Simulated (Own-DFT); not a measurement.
GaN (wurtzite, strained, atoms displaced) (calculated)

Computed with Own-DFT development build. A calculation, not a measurement: plane-wave PBE density functional theory by an unreviewed code, no spin, of a simulated periodic cell, stress positive in tension, free energy of the whole cell less one offset for each atom, forces on such cells passed a denser k mesh, this cell's mesh not checked; offsets are fitted by least squares, one for each functional and potential file, so energies compare only between cells with the same atoms and settings and are not formation energies; the far tail of each file's local potential was reset to the Coulomb form; each entry is a single point on an unrelaxed cell, so the pressure reflects the starting lattice, mostly measured values (interpolated for alloys), from which strain is counted, and rises with the displacements; printed positions are rounded, which can move forces by about a meV/angstrom; the program, named Own-DFT, is a retired in-house code; no spin-orbit coupling.

```cif
# cell vector a (Å): 12.7560 -0.1913 0.0000
# cell vector b (Å): -4.9078 8.3570 0.0000
# cell vector c (Å): 0.0000 0.0000 10.3700
data_GaN
_symmetry_space_group_name_H-M 'P 1'
_symmetry_Int_Tables_number 1
_cell_length_a 12.7574
_cell_length_b 9.6915
_cell_length_c 10.3700
_cell_angle_alpha 90.000
_cell_angle_beta 90.000
_cell_angle_gamma 121.284
_cell_volume 1095.73
loop_
_atom_site_label
_atom_site_type_symbol
_atom_site_fract_x
_atom_site_fract_y
_atom_site_fract_z
_atom_site_occupancy
Ga1 Ga 0.08902 0.22586 0.99343 1
Ga2 Ga 0.17125 0.12283 0.25418 1
N1 N 0.07944 0.23382 0.18429 1
N2 N 0.16657 0.11695 0.43532 1
Ga3 Ga 0.08410 0.22343 0.50308 1
Ga4 Ga 0.16596 0.11256 0.74995 1
N3 N 0.07526 0.22464 0.68544 1
N4 N 0.15956 0.10573 0.93050 1
Ga5 Ga 0.08030 0.56004 0.00900 1
Ga6 Ga 0.17099 0.44274 0.24977 1
N5 N 0.08467 0.55320 0.18693 1
N6 N 0.16404 0.44011 0.43913 1
Ga7 Ga 0.09102 0.56930 0.50625 1
Ga8 Ga 0.16363 0.44200 0.74711 1
N7 N 0.08430 0.55159 0.68362 1
N8 N 0.16559 0.43749 0.93859 1
Ga9 Ga 0.09072 0.89121 0.99672 1
Ga10 Ga 0.16244 0.78034 0.24466 1
N9 N 0.08165 0.88540 0.18568 1
N10 N 0.16569 0.77497 0.42977 1
Ga11 Ga 0.08133 0.88963 0.50345 1
Ga12 Ga 0.16715 0.77209 0.75147 1
N11 N 0.08529 0.88936 0.69542 1
N12 N 0.16757 0.77992 0.94084 1
Ga13 Ga 0.32981 0.22306 0.00202 1
Ga14 Ga 0.41019 0.10696 0.24867 1
N13 N 0.32904 0.22165 0.18860 1
N14 N 0.41645 0.10453 0.43555 1
Ga15 Ga 0.33085 0.22710 0.50657 1
Ga16 Ga 0.42454 0.11881 0.75618 1
N15 N 0.33389 0.22467 0.68605 1
N16 N 0.41535 0.09996 0.93682 1
Ga17 Ga 0.33534 0.54428 0.99826 1
Ga18 Ga 0.41215 0.43831 0.24983 1
N17 N 0.33292 0.55732 0.18449 1
N18 N 0.42321 0.45261 0.44312 1
Ga19 Ga 0.33544 0.54949 0.50026 1
Ga20 Ga 0.41526 0.44875 0.74688 1
N19 N 0.33165 0.55835 0.68581 1
N20 N 0.41675 0.44741 0.94185 1
Ga21 Ga 0.33240 0.88679 0.99566 1
Ga22 Ga 0.41793 0.78112 0.25376 1
N21 N 0.33008 0.88441 0.19556 1
N22 N 0.41747 0.78008 0.43696 1
Ga23 Ga 0.33590 0.88602 0.49916 1
Ga24 Ga 0.40915 0.77494 0.74166 1
N23 N 0.32991 0.89195 0.69119 1
N24 N 0.41838 0.77702 0.94039 1
Ga25 Ga 0.57933 0.22185 0.00969 1
Ga26 Ga 0.66846 0.11468 0.25330 1
N25 N 0.57861 0.22063 0.18343 1
N26 N 0.66623 0.11924 0.43714 1
Ga27 Ga 0.57449 0.21247 0.49834 1
Ga28 Ga 0.67246 0.12412 0.75217 1
N27 N 0.58453 0.22663 0.69176 1
N28 N 0.66214 0.11254 0.93820 1
Ga29 Ga 0.58300 0.55031 0.99640 1
Ga30 Ga 0.65895 0.43480 0.24998 1
N29 N 0.58219 0.55411 0.18453 1
N30 N 0.66413 0.44630 0.44251 1
Ga31 Ga 0.58454 0.56664 0.49686 1
Ga32 Ga 0.65829 0.43162 0.74936 1
N31 N 0.58613 0.54764 0.68612 1
N32 N 0.66845 0.43812 0.93765 1
Ga33 Ga 0.58216 0.88011 0.99518 1
Ga34 Ga 0.66944 0.77082 0.24853 1
N33 N 0.57984 0.88246 0.19324 1
N34 N 0.67152 0.78550 0.44523 1
Ga35 Ga 0.57919 0.88282 0.50475 1
Ga36 Ga 0.67015 0.77761 0.74588 1
N35 N 0.57960 0.89088 0.67852 1
N36 N 0.66875 0.77318 0.94220 1
Ga37 Ga 0.82447 0.22507 0.00225 1
Ga38 Ga 0.91370 0.11144 0.25286 1
N37 N 0.83810 0.23260 0.17976 1
N38 N 0.91441 0.10931 0.45179 1
Ga39 Ga 0.83179 0.22438 0.50175 1
Ga40 Ga 0.91705 0.10964 0.75598 1
N39 N 0.83590 0.22665 0.68932 1
N40 N 0.91536 0.10905 0.94009 1
Ga41 Ga 0.83678 0.55816 0.01021 1
Ga42 Ga 0.91045 0.43828 0.25240 1
N41 N 0.83510 0.55031 0.19088 1
N42 N 0.91022 0.43700 0.44958 1
Ga43 Ga 0.82976 0.55190 0.50336 1
Ga44 Ga 0.91760 0.44122 0.75130 1
N43 N 0.83656 0.54708 0.68811 1
N44 N 0.90905 0.43767 0.93786 1
Ga45 Ga 0.83304 0.89773 0.99622 1
Ga46 Ga 0.91711 0.78080 0.25848 1
N45 N 0.83747 0.88788 0.18862 1
N46 N 0.91821 0.76952 0.43679 1
Ga47 Ga 0.83320 0.87978 0.51361 1
Ga48 Ga 0.91194 0.76943 0.74328 1
N47 N 0.83722 0.88955 0.68975 1
N48 N 0.91894 0.77866 0.94984 1
_calc_functional 'PBE'
_calc_potential_files 'PseudoDojo norm-conserving, scalar-relativistic, standard set with the stringent files for Ga'
_calc_wave_cutoff 96  # hartree
_calc_occupations 'Gaussian'
_calc_smearing_width 0.01  # eV
_calc_k_mesh '3 x 4 x 3 centred on Gamma'
_calc_free_energy_of_cell_above_offsets '-4.978'  # eV
_calc_pressure 6.98  # GPa
_calc_stress_xx -5.59  # GPa
_calc_stress_yy -6.97  # GPa
_calc_stress_zz -8.37  # GPa
_calc_stress_yz 0.05  # GPa
_calc_stress_xz 0  # GPa
_calc_stress_xy -4.32  # GPa
```

Force:
```
element  x (eV/Å)  y (eV/Å)  z (eV/Å)
     Ga    -1.361    -1.069     1.165
     Ga    -2.099    -1.654    -1.139
      N     1.541    -1.902     0.107
      N     0.205    -0.518     1.225
     Ga    -0.805     -0.02    -0.624
     Ga    -0.457      0.05    -0.874
      N     2.133    -0.396     0.733
      N     1.179     0.927     1.258
     Ga     0.537    -1.208    -1.468
     Ga    -1.456      1.01     0.339
      N    -0.438     0.182     1.454
      N     0.356     0.962     0.043
     Ga    -0.506    -1.918    -2.097
     Ga      0.02     0.099     0.796
      N    -0.062     0.736      1.78
      N    -0.461     1.759     -0.86
     Ga    -1.686    -0.345     0.608
     Ga     0.426    -1.049       0.3
      N    -0.194     1.527     0.366
      N    -0.332     1.147     1.429
     Ga     1.269    -0.016    -0.227
     Ga    -0.976     0.153     0.218
      N     -0.12    -0.273    -1.058
      N     0.125    -0.929     -0.69
     Ga     0.495    -0.699     -0.96
     Ga     0.388    -0.323     0.137
      N     1.145       0.1     -0.39
      N    -1.975      0.46     0.203
     Ga     1.213    -0.476    -1.403
     Ga    -1.351    -1.054    -0.837
      N     0.188     0.053     1.338
      N    -1.307     1.875      0.89
     Ga    -2.237     2.047     0.433
     Ga     0.044     1.651     0.122
      N     1.109    -0.184     0.708
      N    -0.999    -1.496    -1.186
     Ga    -1.418     0.824    -0.633
     Ga     0.461    -0.018     0.338
      N     0.549    -0.801     0.145
      N     1.111    -1.545    -1.457
     Ga     1.161    -0.878     1.418
     Ga    -0.525    -0.649    -0.833
      N     0.368     0.622    -1.483
      N    -0.021    -1.115     0.735
     Ga    -1.101     -0.01    -0.038
     Ga     0.738     1.032     1.447
      N     0.917     0.347    -0.714
      N    -0.851    -0.952    -1.082
     Ga     0.633    -0.215    -2.593
     Ga    -0.085    -0.711    -0.825
      N     0.229    -0.561     2.381
      N     0.092    -1.124     0.414
     Ga     1.082     1.746     0.526
     Ga    -0.286    -1.295    -0.176
      N     0.472    -1.909    -1.487
      N    -0.108    -0.924     0.202
     Ga     1.077     0.177     0.213
     Ga     0.584     1.277     0.534
      N     0.113     -0.79     0.534
      N    -0.589    -0.518    -0.686
     Ga     1.795    -0.774     0.643
     Ga     1.328     2.508     0.793
      N    -1.214     1.185     0.349
      N    -0.971     0.432     0.325
     Ga    -0.047     1.002     0.952
     Ga    -0.812     1.048     0.415
      N     1.366     1.015    -0.754
      N    -0.332    -0.326    -0.993
     Ga     0.631     1.353    -2.347
     Ga    -1.172    -0.435     0.618
      N     0.801     0.105     3.121
      N    -0.928     0.041    -1.332
     Ga     1.472    -0.586     -1.13
     Ga     0.096     -0.01     0.332
      N    -0.363    -2.013     2.007
      N    -0.101    -0.559    -1.513
     Ga     0.523    -0.954     0.481
     Ga     -1.11     0.274    -0.372
      N     0.344    -1.117     0.289
      N    -0.593      1.32    -0.152
     Ga    -0.328     0.067    -1.466
     Ga     1.171     1.251     1.148
      N    -1.234     0.461     1.094
      N     0.764      1.77    -1.618
     Ga     0.578     -0.72    -0.366
     Ga    -0.072     0.419     0.223
      N    -1.366     0.573     0.317
      N     0.826     1.411     0.065
     Ga     1.862    -1.392     1.138
     Ga     0.306     -0.58    -2.069
      N    -0.692     0.428     0.184
      N    -1.009     0.764     1.685
     Ga     0.198     1.228    -2.692
     Ga     0.741    -0.168     2.198
      N    -0.028    -0.246     1.398
      N    -0.582     0.004     -1.69
```
